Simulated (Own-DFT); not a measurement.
# One host, several defects: B20 RuSi

Calculated, not measured: single-point runs of Own-DFT, a retired in-house plane-wave DFT program that no person has reviewed, on unrelaxed cells, without spin or spin-orbit coupling.

Settings: PBE; PseudoDojo norm-conserving scalar-relativistic files; cutoff 50 hartree; 5 x 4 x 5 k mesh centred on Gamma; cold (Marzari-Vanderbilt) smearing of 0.2 eV.

Known weak points (not all hold for every row): not probed for a lower state with spin; forces on such cells failed a check on a denser k mesh; stress not checked against mesh or cutoff.

All runs share one cell, with vectors in Å (4.709, 0.000, 4.709); (0.000, 9.417, 0.000); (-4.709, 0.000, 4.709) and a volume of 417.6 Å³. Atoms were moved at random from their sites; u is the rms move along one axis. The defect's site can differ from row to row.

| cell | formula | u (Å) | P (GPa) |
|---|---|---|---|
| no defect | Ru16Si16 | 0.0220 | 4.60 |
| no defect | Ru16Si16 | 0.0231 | 4.74 |
| no defect | Ru16Si16 | 0.0466 | 5.59 |
| one Si on a Ru site | Ru15Si17 | 0.0279 | 5.31 |
| one Si on a Ru site | Ru15Si17 | 0.0306 | 5.37 |
| one Si on a Ru site | Ru15Si17 | 0.0484 | 6.93 |
| one Si on a Ru site | Ru15Si17 | 0.0512 | ? |
| one Ru vacancy | Ru15Si16 | 0.0309 | 2.91 |
| one Ru vacancy | Ru15Si16 | 0.0487 | 3.62 |
| one Ru vacancy | Ru15Si16 | 0.0494 | 3.93 |
| one Si vacancy | Ru16Si15 | 0.0287 | 2.60 |
| one Si vacancy | Ru16Si15 | 0.0307 | 2.48 |
| one Si vacancy | Ru16Si15 | 0.0518 | 3.80 |
| one Ru on a Si site | Ru17Si15 | 0.0287 | 7.95 |
| one Ru on a Si site | Ru17Si15 | 0.0319 | 8.14 |
| one Ru on a Si site | Ru17Si15 | 0.0531 | 10.04 |

## Working it out

P = P0 + c u² + a shift for each defect gives P0 = 4.12 GPa, c = 804 ± 78 GPa/Å² and a scatter of 0.24 GPa. The shifts, and each times the cell's volume:

- one Ru on a Si site: 3.34 ± 0.20 GPa, 8.7 eV
- one Si on a Ru site: 0.67 ± 0.20 GPa, 1.7 eV
- one Ru vacancy: -2.18 ± 0.21 GPa, -5.7 eV
- one Si vacancy: -2.35 ± 0.20 GPa, -6.1 eV

A positive shift means that the defect pushes the cell outwards. Shift times volume (160.2 GPa Å³ is 1 eV) depends little on the cell's size, so, taken for each site, it can be compared between cells at like pressure. The atoms around the defects weren't relaxed, which would change these numbers.

## The run left out

Asked: what pressure belongs in the blank (one Si on a Ru site, u = 0.0512 Å)?

The fitted form gives 6.90 ± 0.29 GPa. The hidden result is 7.25 GPa.
